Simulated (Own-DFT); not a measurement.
# Strain and stress in wurtzite AlN, 128 atoms (Al64N64)

Calculated results; nothing here was measured. The program, named Own-DFT, is a retired in-house plane-wave density functional code that no person has reviewed. Each row is one single-point run on a periodic cell that was not relaxed, without spin or spin-orbit coupling.

Settings of every run: PBE; PseudoDojo norm-conserving scalar-relativistic files; cutoff 42 hartree; 2 x 2 x 2 k mesh centred on Gamma; Fermi-Dirac smearing of 0.1 eV.

Known limits: forces on such cells passed a denser k mesh, each cell not checked; stress not checked against mesh or cutoff.

Unstrained cell vectors in Å: (12.448, 0.000, 0.000); (-6.224, 10.780, 0.000); (0.000, 0.000, 9.964). The unstrained cell has measured lattice constants (interpolated for alloys), not those of this functional. That, the random moves and any unrelaxed bonds set the pressure at no strain. Each run strains this cell uniformly, with the atoms carried along. Every atom was also moved at random, by a Gaussian of width 0.05 Å on each axis. Strain is the symmetric tensor, in per cent. Stress is positive in tension, and the pressure is minus a third of its trace.

| run | e_xx (%) | e_yy (%) | e_zz (%) | e_yz (%) | e_xz (%) | e_xy (%) | s_xx (GPa) | s_yy (GPa) | s_zz (GPa) | s_yz (GPa) | s_xz (GPa) | s_xy (GPa) | P (GPa) | E (meV/atom) |
|---|---|---|---|---|---|---|---|---|---|---|---|---|---|---|
| 1 | -1.28 | 0.92 | 0.99 | 0.96 | -1.54 | 0.64 | -10.94 | -1.60 | -0.82 | 2.22 | -3.33 | 2.59 | 4.46 | 5.5 |
| 2 | -1.21 | 1.74 | -0.20 | 0.58 | -1.61 | -1.16 | -8.52 | -0.65 | -5.78 | 1.52 | -3.52 | -4.54 | 4.98 | 13.6 |
| 3 | 1.52 | -1.10 | 0.49 | 1.13 | 1.99 | -1.45 | 0.49 | -9.32 | -3.88 | 2.92 | 4.59 | -5.34 | 4.24 | 24.4 |
| 4 | 1.13 | -0.47 | 1.06 | -1.27 | -1.27 | -1.87 | -2.15 | -5.37 | -0.49 | -3.32 | -3.11 | -7.82 | 2.67 | 16.5 |
| 5 | 0.78 | -0.29 | -0.32 | 0.14 | -1.18 | 1.10 | -3.21 | -6.49 | -7.51 | 0.78 | -2.57 | 3.28 | 5.74 | 24.9 |
| 6 | 1.84 | 0.72 | 1.80 | 1.83 | 1.29 | -0.89 | 3.34 | 1.07 | 3.46 | 4.32 | 1.97 | -3.48 | -2.62 | 14.8 |
| 7 | -1.84 | 0.29 | -1.55 | 1.90 | -1.28 | -1.38 | -17.85 | -7.27 | -14.03 | 5.16 | -3.16 | -6.54 | 13.05 | 45.9 |
| 8 | 1.99 | 1.67 | -0.01 | -0.14 | -0.46 | 1.08 | 4.72 | 4.77 | -4.22 | -0.33 | -1.11 | 2.99 | -1.76 | 1.5 |
| 9 | -1.37 | 1.00 | -0.49 | -0.68 | 1.59 | 1.79 | -11.39 | -3.99 | -8.16 | -2.25 | 4.56 | 6.87 | 7.85 | 32.5 |
| 10 | -1.40 | 0.72 | 0.77 | -2.00 | 0.66 | 1.45 | -10.97 | -3.34 | -3.57 | -5.12 | 0.63 | 4.07 | 5.96 | 23.5 |
| 11 | 0.49 | 0.86 | 1.48 | 0.15 | 0.26 | 0.31 | -1.54 | -0.80 | 2.06 | 1.06 | 0.92 | 0.96 | 0.09 | 0.0 |
| 12 | -0.80 | -1.04 | 1.19 | -0.17 | -0.72 | 0.19 | -9.43 | -11.36 | -1.41 | -1.41 | -2.76 | -0.02 | 7.40 | 13.3 |
| 13 | 0.09 | 1.24 | -1.69 | -1.38 | -0.24 | -0.60 | -6.27 | -1.71 | -12.79 | -4.89 | -1.29 | -1.90 | 6.92 | 29.5 |
| 14 | 0.25 | 0.47 | -1.15 | -1.91 | -0.91 | 0.64 | -5.59 | -3.87 | -10.28 | -5.23 | -2.64 | 2.71 | 6.58 | 17.0 |
| 15 | 1.16 | 0.43 | 0.00 | -0.07 | 1.52 | 0.09 | ? | ? | ? | ? | ? | ? | ? | ? |

E is the free energy for each atom above the lowest run shown.

## Worked fit

Each stress component was fitted by least squares to a constant and the strains of the runs shown, as fractions, with shears doubled. Shear strains stay in the fit of a normal stress only where such slopes are resolved. The slopes, in GPa:

| stress | at no strain | per e_xx | per e_yy | per e_zz | scatter |
|---|---|---|---|---|---|
| s_xx | -6.5 | 452 ± 23 | 127 ± 34 | 97 ± 28 | 1.06 |
| s_yy | -5.9 | 125 ± 16 | 461 ± 23 | 71 ± 19 | 0.71 |
| s_zz | -5.9 | 45 ± 11 | 72 ± 15 | 462 ± 13 | 0.48 |

Each shear stress against twice its own strain: yz 136 ± 8, xz 116 ± 9, xy 184 ± 11 GPa. These are stiffnesses along x, y and z of the frame in which the cell vectors are given, which need not be the crystal's axes. The atoms are held to the strained lattice; where symmetry lets them move under strain, relaxing them would lower some slopes. The table should be nearly symmetric about its diagonal, and what it lacks of that shows the noise. A ninth of its sum, 212 ± 4 GPa, estimates the bulk modulus near the mean pressure of these runs, 4.7 GPa, so it lies above the value at zero pressure.

## Withheld run

Question: what normal stresses and pressure should run 15 give?

The fit gives s_xx = -0.7, s_yy = -2.5, s_zz = -5.1 and P = 2.8 GPa. The calculation gave -0.88, -1.52, -4.80 and P = 2.40 GPa.
